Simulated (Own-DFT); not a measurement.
# Computed records: GaP (zincblende, strongly disordered by large displacements), InAs (zincblende, strongly disordered by large displacements)

A calculation, not a measurement: plane-wave PBE density functional theory by an unreviewed code, no spin, of a simulated periodic cell, stress positive in tension, free energy of the whole cell less one offset for each atom, forces on such cells passed a denser k mesh, this cell's mesh not checked; broken bonds can close the gap or carry spin, so checks made on this kind of crystal may not hold here; offsets are fitted by least squares, one for each functional and potential file, so energies compare only between cells with the same atoms and settings and are not formation energies; the far tail of each file's local potential was reset to the Coulomb form; each entry is a single point on an unrelaxed cell, so the pressure reflects the starting lattice, mostly measured values (interpolated for alloys), from which strain is counted, and rises with the displacements; printed positions are rounded, which can move forces by about a meV/angstrom; the program, named Own-DFT, is a retired in-house code; no spin-orbit coupling. Program: Own-DFT development build.

Settings shared by all entries: functional PBE; potential files PseudoDojo norm-conserving, scalar-relativistic, standard set; wave cutoff 42 hartree; occupations Fermi-Dirac; smearing width 0.1 eV; k mesh 3 x 3 x 3 centred on Gamma.

(1) GaP (zincblende, strongly disordered by large displacements)

```
cell vectors (Å)
  10.9010     0.0000     0.0000
   0.0000    10.9010     0.0000
   0.0000     0.0000    10.9010
atoms (fractions of the cell vectors)
Ga  0.00042  0.99720  0.04618
Ga  0.01042  0.22234  0.25345
Ga  0.22697  0.99334  0.20043
Ga  0.30619  0.29595  0.00436
P   0.11220  0.12270  0.14407
P   0.14777  0.38346  0.33884
P   0.34308  0.13355  0.37589
P   0.38135  0.39385  0.19267
Ga  0.99766  0.01015  0.49583
Ga  0.97779  0.28081  0.75083
Ga  0.26022  0.97205  0.70068
Ga  0.23251  0.23094  0.52580
P   0.10402  0.09975  0.65423
P   0.15543  0.37961  0.89314
P   0.36153  0.18274  0.87320
P   0.37658  0.33257  0.64491
Ga  0.03655  0.47163  0.00896
Ga  0.01070  0.76190  0.24666
Ga  0.23318  0.53795  0.23929
Ga  0.25987  0.76335  0.01597
P   0.18349  0.59857  0.07517
P   0.10980  0.88881  0.38818
P   0.39583  0.57889  0.35625
P   0.37922  0.85458  0.15311
Ga  0.03110  0.48482  0.51540
Ga  0.04083  0.74717  0.77314
Ga  0.30863  0.50162  0.78634
Ga  0.18647  0.74718  0.49444
P   0.09862  0.61756  0.65938
P   0.16931  0.87379  0.85109
P   0.35025  0.62225  0.94018
P   0.41312  0.88758  0.61931
Ga  0.49761  0.01848  0.97701
Ga  0.51621  0.28299  0.29020
Ga  0.74976  0.98369  0.30831
Ga  0.71249  0.22402  0.97021
P   0.59641  0.16817  0.17417
P   0.64898  0.37136  0.38522
P   0.84155  0.12148  0.40648
P   0.86915  0.39103  0.09483
Ga  0.58921  0.03330  0.41392
Ga  0.48636  0.21524  0.73012
Ga  0.80217  0.02945  0.71956
Ga  0.72439  0.23343  0.48830
P   0.62476  0.08396  0.59405
P   0.61496  0.32801  0.85729
P   0.90498  0.08403  0.88066
P   0.89948  0.39597  0.60408
Ga  0.46546  0.46354  0.04724
Ga  0.51178  0.70548  0.22438
Ga  0.72488  0.48825  0.26836
Ga  0.76114  0.77082  0.97057
P   0.63008  0.61456  0.09787
P   0.62417  0.85481  0.41427
P   0.87769  0.68353  0.39261
P   0.85547  0.91448  0.11848
Ga  0.47731  0.49416  0.50955
Ga  0.52544  0.75899  0.68198
Ga  0.75433  0.50657  0.77491
Ga  0.71286  0.74503  0.52692
P   0.64223  0.59314  0.66080
P   0.60534  0.89204  0.86500
P   0.90003  0.62000  0.88052
P   0.84869  0.81919  0.62627
```

Settings of this run: hardware one NVIDIA H100.

It finds free energy of cell above offsets 24.016 eV; pressure 14.81 GPa; stress xx -13.9 GPa; stress yy -15.36 GPa; stress zz -15.16 GPa; stress yz -0.03 GPa; stress xz -0.12 GPa; stress xy 3.37 GPa; wall time 594.9 s.

Force:
```
element  x (eV/Å)  y (eV/Å)  z (eV/Å)
     Ga     3.054     0.631      -3.5
     Ga      -4.8     4.948     3.828
     Ga     4.261    -3.477     4.137
     Ga    -1.668      1.87     4.493
      P      2.24     1.856    -5.398
      P    -1.958     -1.47     2.905
      P      1.98    -0.472    -0.628
      P    -3.114    -2.328     2.065
     Ga    -1.502     0.195     1.651
     Ga     1.605    -1.869     1.967
     Ga    -0.409     1.218      0.75
     Ga    -0.359    -0.084    -0.607
      P     -0.12     1.716    -0.571
      P     0.084    -1.985    -3.713
      P     0.036    -6.936    -1.149
      P    -3.138      6.15    -3.557
     Ga    -3.271     1.834     0.931
     Ga    -0.789    -0.346    -0.797
     Ga      0.29    -0.746     4.433
     Ga    -1.649     7.146    -0.014
      P    -2.759      0.84    -2.978
      P      0.79      1.39    -3.237
      P     -0.55     2.718    -0.401
      P     0.264     2.219    -0.566
     Ga     3.352     2.747    -4.483
     Ga    -4.178     2.514     1.922
     Ga    -1.742    -1.071     -2.09
     Ga     1.887    -2.331     2.401
      P     4.754    -3.599    -4.054
      P    -0.437     0.808     3.508
      P     3.726    -4.388      -1.5
      P    -2.057     2.211    -3.958
     Ga    -1.418     1.402     1.932
     Ga    -5.939     -0.57      1.89
     Ga     2.479    -2.577     -5.31
     Ga     4.429    -3.193     4.619
      P     3.308    -5.675    -5.486
      P    -1.684     2.342     4.767
      P     7.395    -1.078    -2.585
      P    -0.803    -1.829     1.859
     Ga    -7.269     5.069    -1.295
     Ga     5.966    -3.392    -0.012
     Ga     -1.59    -2.331    -1.285
     Ga     -0.63     2.411     5.353
      P    -0.167     2.253     5.517
      P    -2.135     5.045    -3.145
      P     -0.86     3.397     0.005
      P    -6.194    -3.163     2.475
     Ga     4.287     3.392    -5.038
     Ga     -0.64      1.48     2.506
     Ga     4.197     4.802    -4.831
     Ga    -0.397    -0.005     0.501
      P     1.611    -1.434    -0.644
      P    -3.435    -3.431    -5.541
      P    -0.082     -2.38     0.084
      P    -4.305    -3.784     2.756
     Ga     1.765    -2.239     2.846
     Ga     1.768    -2.127      3.94
     Ga     3.711     -3.82      3.23
     Ga     0.617    -5.206     0.519
      P    -5.149     1.795    -4.844
      P     1.817    -1.541    -1.359
      P     0.031     0.512      1.27
      P     5.496     3.965     3.518
```

(2) GaP (zincblende, strongly disordered by large displacements)

```
cell vectors (Å)
  10.9010     0.0000     0.0000
   0.0000    10.9010     0.0000
   0.0000     0.0000    10.9010
atoms (fractions of the cell vectors)
Ga  0.02064  0.01415  0.98598
Ga  0.97672  0.23487  0.25220
Ga  0.29518  0.98930  0.23795
Ga  0.26972  0.28767  0.00216
P   0.11322  0.14482  0.13313
P   0.11415  0.38603  0.39345
P   0.39342  0.12688  0.38945
P   0.37842  0.41147  0.14045
Ga  0.98994  0.98956  0.48021
Ga  0.00279  0.25155  0.76404
Ga  0.25046  0.00317  0.73959
Ga  0.26761  0.25202  0.49944
P   0.08863  0.10843  0.61571
P   0.11139  0.37678  0.86306
P   0.36999  0.12828  0.86954
P   0.36202  0.37732  0.62847
Ga  0.04879  0.47060  0.99058
Ga  0.95613  0.76703  0.25383
Ga  0.25979  0.51513  0.23857
Ga  0.23650  0.79460  0.00512
P   0.10780  0.62541  0.14981
P   0.10582  0.86901  0.35888
P   0.39095  0.60334  0.36188
P   0.35202  0.85852  0.11260
Ga  0.02182  0.49994  0.48208
Ga  0.03195  0.73424  0.76006
Ga  0.26650  0.47836  0.73391
Ga  0.26262  0.77840  0.48095
P   0.12076  0.62177  0.62021
P   0.11088  0.86809  0.88174
P   0.38765  0.60028  0.88848
P   0.39675  0.90640  0.60790
Ga  0.51707  0.97453  0.97838
Ga  0.48896  0.26112  0.23981
Ga  0.76186  0.99930  0.23620
Ga  0.71515  0.23195  0.01656
P   0.60430  0.15781  0.12237
P   0.62176  0.40076  0.35621
P   0.89799  0.11348  0.34801
P   0.88019  0.35655  0.12572
Ga  0.49181  0.97595  0.48496
Ga  0.46942  0.27038  0.77967
Ga  0.74958  0.97592  0.76622
Ga  0.75686  0.25466  0.48535
P   0.63305  0.14401  0.60374
P   0.63010  0.35337  0.89036
P   0.82146  0.12415  0.88589
P   0.91292  0.37838  0.63630
Ga  0.48172  0.50755  0.99588
Ga  0.50595  0.77679  0.26311
Ga  0.77432  0.48971  0.26048
Ga  0.71283  0.78052  0.99853
P   0.63649  0.58563  0.10328
P   0.65492  0.88489  0.38929
P   0.89330  0.64874  0.38955
P   0.83636  0.86110  0.10185
Ga  0.48008  0.50237  0.50498
Ga  0.47600  0.73005  0.73362
Ga  0.73004  0.53829  0.75388
Ga  0.71762  0.76853  0.52035
P   0.65365  0.62018  0.62567
P   0.60486  0.85877  0.89384
P   0.83657  0.61902  0.89942
P   0.87630  0.85378  0.60671
```

Here we set hardware one NVIDIA H100.

It finds free energy of cell above offsets 14.173 eV; pressure 13.39 GPa; stress xx -11.39 GPa; stress yy -12.43 GPa; stress zz -16.34 GPa; stress yz 0.28 GPa; stress xz 0.27 GPa; stress xy 2.44 GPa; wall time 576.8 s.

Force:
```
element  x (eV/Å)  y (eV/Å)  z (eV/Å)
     Ga    -2.716     1.838     1.308
     Ga     4.473     6.355    -3.066
     Ga    -3.585     3.524     2.692
     Ga    -1.447     -1.68     0.253
      P     3.409    -1.331    -1.765
      P     6.611    -7.413    -6.723
      P    -0.508     0.316    -2.361
      P      1.32    -4.102    -2.237
     Ga    -0.288    -0.785     0.906
     Ga    -2.294    -3.544     -1.12
     Ga    -1.392      0.52    -0.305
     Ga    -3.165    -0.727    -0.364
      P     2.786      1.18     1.549
      P     6.719    -3.843    -5.866
      P    -1.091    -1.875     1.872
      P     5.524     -4.51    -3.937
     Ga    -5.569     6.613      9.13
     Ga     1.277      0.45    -2.864
     Ga     -4.73     1.216     2.637
     Ga     -5.23    -7.071    -3.732
      P     0.064     0.536    -2.371
      P     2.592     0.856    -0.498
      P    -0.397     4.307     0.404
      P     9.655     2.389     4.346
     Ga    -5.706     6.004     5.467
     Ga    -3.588    -1.136    -0.764
     Ga    -5.891     6.408     5.352
     Ga     -0.69    -1.765     0.224
      P     3.128     0.219     0.056
      P     0.627      1.96      -2.3
      P    -7.397     6.438    -7.632
      P    -6.413    -5.894     7.921
     Ga    -7.247     9.441     6.416
     Ga    -0.525     1.277     2.455
     Ga    -0.992     1.154    -0.245
     Ga     7.704     4.417    -3.589
      P    -5.026    -8.488     5.225
      P    -0.905    -2.049     2.115
      P     -5.72    -4.479     5.328
      P    -0.589     1.327    -1.501
     Ga     7.384     5.389    -5.762
     Ga     2.877     0.454    -1.945
     Ga    -0.305     0.092    -2.315
     Ga     0.921     0.822    -0.204
      P    -1.501     -1.76     1.705
      P    -2.079     3.734    -2.766
      P     4.281    -0.415    -0.802
      P    -2.965     1.448    -1.846
     Ga     7.153    -5.542     4.817
     Ga       0.4    -2.051    -0.719
     Ga     1.069     1.763    -1.054
     Ga     3.077    -9.719     3.445
      P     1.076     2.636     1.134
      P    -2.728     2.242    -3.685
      P    -3.137    -3.132      1.91
      P     5.803     3.379     3.478
     Ga     2.847    -0.671     0.905
     Ga     0.954     0.107      0.29
     Ga     4.849    -7.011     6.906
     Ga     2.711    -2.114     0.397
      P    -8.164     2.542    -6.624
      P    -1.081    -2.712    -13.55
      P     2.525     1.113      1.11
      P     1.243     1.353     2.756
```

(3) InAs (zincblende, strongly disordered by large displacements)

```
cell vectors (Å)
  12.1166     0.0000     0.0000
   0.0000    12.1166     0.0000
   0.0000     0.0000    12.1166
atoms (fractions of the cell vectors)
In  0.02021  0.00837  0.99829
In  0.96976  0.22871  0.24690
In  0.24649  0.97803  0.24971
In  0.25565  0.26650  0.01218
As  0.10814  0.10895  0.14395
As  0.14682  0.38377  0.38182
As  0.34033  0.15106  0.36503
As  0.38357  0.38882  0.13077
In  0.99542  0.97668  0.46960
In  0.00238  0.26846  0.76929
In  0.25519  0.96991  0.73065
In  0.24027  0.25816  0.50339
As  0.12121  0.10369  0.60952
As  0.12213  0.37581  0.86800
As  0.35347  0.11620  0.85989
As  0.33982  0.38493  0.60765
In  0.01246  0.52448  0.98700
In  0.02596  0.75843  0.22487
In  0.24806  0.49230  0.22017
In  0.26661  0.72611  0.01729
As  0.14068  0.61862  0.12215
As  0.12460  0.86178  0.34618
As  0.38849  0.65877  0.36281
As  0.35167  0.83504  0.14648
In  0.99790  0.47782  0.52050
In  0.97131  0.73036  0.76745
In  0.22228  0.47366  0.75094
In  0.23306  0.75989  0.52506
As  0.11544  0.61132  0.59153
As  0.12435  0.86548  0.90351
As  0.40094  0.60099  0.89758
As  0.37429  0.86977  0.60600
In  0.46182  0.99936  0.99389
In  0.50731  0.26819  0.24521
In  0.72543  0.02089  0.26323
In  0.72283  0.21862  0.99733
As  0.62892  0.12141  0.15164
As  0.62116  0.37094  0.36103
As  0.88393  0.10418  0.36680
As  0.89071  0.37348  0.13689
In  0.47606  0.98630  0.50852
In  0.47636  0.24490  0.75820
In  0.72597  0.01393  0.76155
In  0.73384  0.26134  0.50661
As  0.61316  0.14682  0.61615
As  0.57466  0.38569  0.86895
As  0.88735  0.13753  0.86413
As  0.89013  0.38271  0.63162
In  0.50023  0.48896  0.99411
In  0.51370  0.75340  0.24841
In  0.76819  0.50770  0.25100
In  0.74638  0.74735  0.00333
As  0.62001  0.61420  0.15440
As  0.62479  0.88646  0.36606
As  0.87230  0.64946  0.36802
As  0.87821  0.88116  0.14633
In  0.49987  0.49883  0.48877
In  0.49817  0.73623  0.74462
In  0.72562  0.51544  0.72816
In  0.75423  0.72753  0.50029
As  0.63558  0.62834  0.61474
As  0.61947  0.88343  0.89315
As  0.86968  0.61720  0.88589
As  0.88035  0.89259  0.62910
```

Here we set hardware one NVIDIA H200.

It finds free energy of cell above offsets -0.297 eV; pressure 9.3 GPa; stress xx -9.02 GPa; stress yy -9.6 GPa; stress zz -9.28 GPa; stress yz 1.42 GPa; stress xz 0.53 GPa; stress xy -0.8 GPa; wall time 1156 s.

Force:
```
element  x (eV/Å)  y (eV/Å)  z (eV/Å)
     In    -2.547    -0.145    -0.449
     In     2.317      1.61     0.016
     In     1.418     3.131    -0.389
     In    -0.917     -1.67    -0.054
     As     2.303     1.776     0.009
     As    -2.454     0.895    -1.952
     As     2.271    -2.141     -1.23
     As     1.078    -1.698    -1.237
     In     1.202    -0.612     1.514
     In    -1.063    -2.307    -3.223
     In    -2.404     1.182     1.846
     In    -1.557    -3.011     0.532
     As    -0.248     0.614     0.616
     As    -0.306    -0.651      5.93
     As    -1.077     0.371      0.79
     As     3.742     1.166     1.879
     In     0.367    -2.149     1.447
     In     -3.01    -2.342     -1.39
     In    -0.096     0.181     4.429
     In    -0.235    -0.154    -4.478
     As     -2.83     0.022    -0.437
     As     1.009     0.271      5.27
     As    -2.692    -2.727      2.48
     As     2.707     3.272     0.624
     In     1.315      1.55    -6.125
     In     2.643     2.851    -2.733
     In     3.211     4.426    -3.275
     In    -0.553    -0.898    -3.168
     As     1.006     1.776     3.806
     As     1.237    -1.835    -2.272
     As    -5.321     5.195    -5.139
     As     -0.12    -3.573     3.591
     In     0.606    -0.922      1.61
     In    -2.231    -2.645    -0.347
     In     4.611    -3.297     2.683
     In     1.305     1.821    -0.976
     As    -4.918      2.79    -4.918
     As     2.275     2.262     2.053
     As    -2.685     0.954     1.983
     As    -1.146     1.303    -2.309
     In     3.463     4.765    -4.342
     In    -0.309     0.498    -2.031
     In     1.028     0.324    -1.052
     In     2.274     0.341    -1.148
     As    -1.498    -2.124     1.591
     As     5.506    -3.933    -4.245
     As    -1.846    -1.883     1.537
     As    -4.904    -2.796     2.872
     In     2.138     0.674     8.424
     In     1.203     1.929    -0.352
     In     0.357     -0.79     0.528
     In     0.098     0.313       1.8
     As     0.632    -0.791    -3.153
     As    -0.871    -1.386     2.588
     As     2.654    -1.739    -1.171
     As    -0.974     0.498    -1.774
     In    -1.034      0.57    -0.368
     In     0.026     0.552     0.945
     In     3.027     -3.98     4.111
     In     0.819     4.235    -0.209
     As    -4.737     1.302     -1.43
     As    -0.665    -0.573     -0.76
     As    -3.457     -1.28     0.018
     As    -1.144    -1.371     0.615
```

(4) GaP (zincblende, strongly disordered by large displacements)

```
cell vectors (Å)
  10.9010     0.0000     0.0000
   0.0000    10.9010     0.0000
   0.0000     0.0000    10.9010
atoms (fractions of the cell vectors)
Ga  0.07461  0.05384  0.99380
Ga  0.03532  0.26593  0.25323
Ga  0.21473  0.89999  0.24556
Ga  0.28034  0.27492  0.97240
P   0.14453  0.15721  0.12902
P   0.18848  0.31244  0.34085
P   0.34832  0.13021  0.41737
P   0.37281  0.38258  0.14922
Ga  0.97857  0.04744  0.52167
Ga  0.02019  0.21958  0.72701
Ga  0.20534  0.99700  0.80170
Ga  0.23471  0.31136  0.51894
P   0.10234  0.07232  0.65785
P   0.18831  0.39958  0.86235
P   0.38182  0.10818  0.81979
P   0.40678  0.42048  0.65420
Ga  0.96971  0.55894  0.05542
Ga  0.99301  0.74206  0.25228
Ga  0.23147  0.53292  0.23453
Ga  0.30074  0.77389  0.99575
P   0.13676  0.61320  0.09872
P   0.09552  0.89395  0.38559
P   0.38509  0.69539  0.33909
P   0.36018  0.83941  0.15555
Ga  0.99238  0.49444  0.50793
Ga  0.03157  0.71354  0.77423
Ga  0.28820  0.51677  0.75679
Ga  0.22586  0.81378  0.51139
P   0.14921  0.68110  0.61327
P   0.07134  0.87706  0.88745
P   0.37579  0.64874  0.88368
P   0.37902  0.88126  0.58101
Ga  0.48094  0.02418  0.08584
Ga  0.47664  0.27862  0.25998
Ga  0.71040  0.98531  0.22185
Ga  0.71354  0.18579  0.00181
P   0.61992  0.12641  0.14791
P   0.62767  0.35364  0.35159
P   0.85165  0.10913  0.33579
P   0.89725  0.38223  0.13880
Ga  0.55786  0.99945  0.50095
Ga  0.49790  0.26577  0.70809
Ga  0.75160  0.94057  0.76155
Ga  0.76570  0.25776  0.45606
P   0.71556  0.11182  0.61608
P   0.58067  0.34298  0.94489
P   0.89483  0.10499  0.87750
P   0.93883  0.38034  0.64199
Ga  0.44289  0.54673  0.01680
Ga  0.54542  0.75153  0.27054
Ga  0.73476  0.57347  0.23164
Ga  0.76853  0.70576  0.04376
P   0.57799  0.56778  0.13547
P   0.64209  0.88226  0.35387
P   0.86263  0.62557  0.35047
P   0.87920  0.85766  0.09108
Ga  0.51385  0.53176  0.55255
Ga  0.49784  0.73272  0.76143
Ga  0.74529  0.49409  0.75699
Ga  0.74470  0.73790  0.50849
P   0.60181  0.70138  0.61289
P   0.66212  0.82586  0.87421
P   0.86075  0.65211  0.89384
P   0.91326  0.86212  0.62779
```

It was run with hardware one NVIDIA H100.

It finds free energy of cell above offsets 34.973 eV; pressure 17.21 GPa; stress xx -18.65 GPa; stress yy -13.34 GPa; stress zz -19.64 GPa; stress yz 1.48 GPa; stress xz -0.52 GPa; stress xy -2.3 GPa; wall time 609.7 s.

Force:
```
element  x (eV/Å)  y (eV/Å)  z (eV/Å)
     Ga    -3.051    -1.337    -1.983
     Ga    -6.849    -0.681     -1.41
     Ga    -1.404     3.396    -0.321
     Ga     1.828    -2.781     1.859
      P     3.835     0.093     1.161
      P     3.219       2.6    -1.419
      P     0.884     0.332    -0.487
      P    -3.289     2.915    -4.004
     Ga    -3.815    -1.485    -4.413
     Ga    -1.679     3.697     3.592
     Ga     3.502    -0.837     0.415
     Ga     1.882    -0.884     5.228
      P     4.102    -0.902     -2.32
      P    -5.436    -0.815     0.453
      P     0.522     0.446     1.814
      P    -1.759    -1.868    -2.922
     Ga    -4.393    -3.381     -2.06
     Ga     1.073     1.872    -1.251
     Ga     3.328    -2.576     4.523
     Ga    -5.627      1.75     -1.94
      P     2.872     5.094    -1.809
      P    -4.327     0.326      1.38
      P    -6.393    -3.234     2.812
      P     7.006     0.993     1.462
     Ga     1.968     3.534    -3.733
     Ga    -1.589    -0.033    -0.342
     Ga    -2.799     4.245     -0.63
     Ga    -0.704      0.61    -3.722
      P    -1.378    -6.609     2.435
      P     1.195    -0.916     2.094
      P    -1.208    -0.279    -4.973
      P     5.612     2.558     3.562
     Ga    -5.103    -3.139      -3.4
     Ga     0.632    -4.466     2.981
     Ga      6.52    -1.331    -2.091
     Ga     4.087     2.521    -5.033
      P     -1.52     4.847      3.64
      P     1.284     3.761     1.733
      P     2.783     0.844     0.752
      P    -1.214     0.079    -0.224
     Ga    -1.587     1.358     0.953
     Ga     3.072    -4.558     2.363
     Ga     3.511     3.584    -2.906
     Ga     0.788    -0.598     1.239
      P    -2.005     0.044     0.602
      P    -0.236     0.794    -1.955
      P    -1.479     0.399     0.356
      P    -3.564    -1.309     2.074
     Ga    -0.858    -5.322     0.651
     Ga     1.159    -2.586    -4.329
     Ga     0.498    -3.844    -0.863
     Ga    -4.762     0.646     2.635
      P     1.696     2.056     1.599
      P     1.222    -0.682      6.18
      P     2.541     0.093     5.929
      P     1.146     2.809     2.232
     Ga     2.357     1.209    -4.467
     Ga    -0.203     3.837     1.996
     Ga     0.018    -0.348     0.467
     Ga     6.328     2.229      -3.2
      P    -1.288    -2.519    -0.639
      P    -3.638     -2.05     3.165
      P     2.535    -3.396    -5.257
      P    -1.849    -0.808    -0.237
```
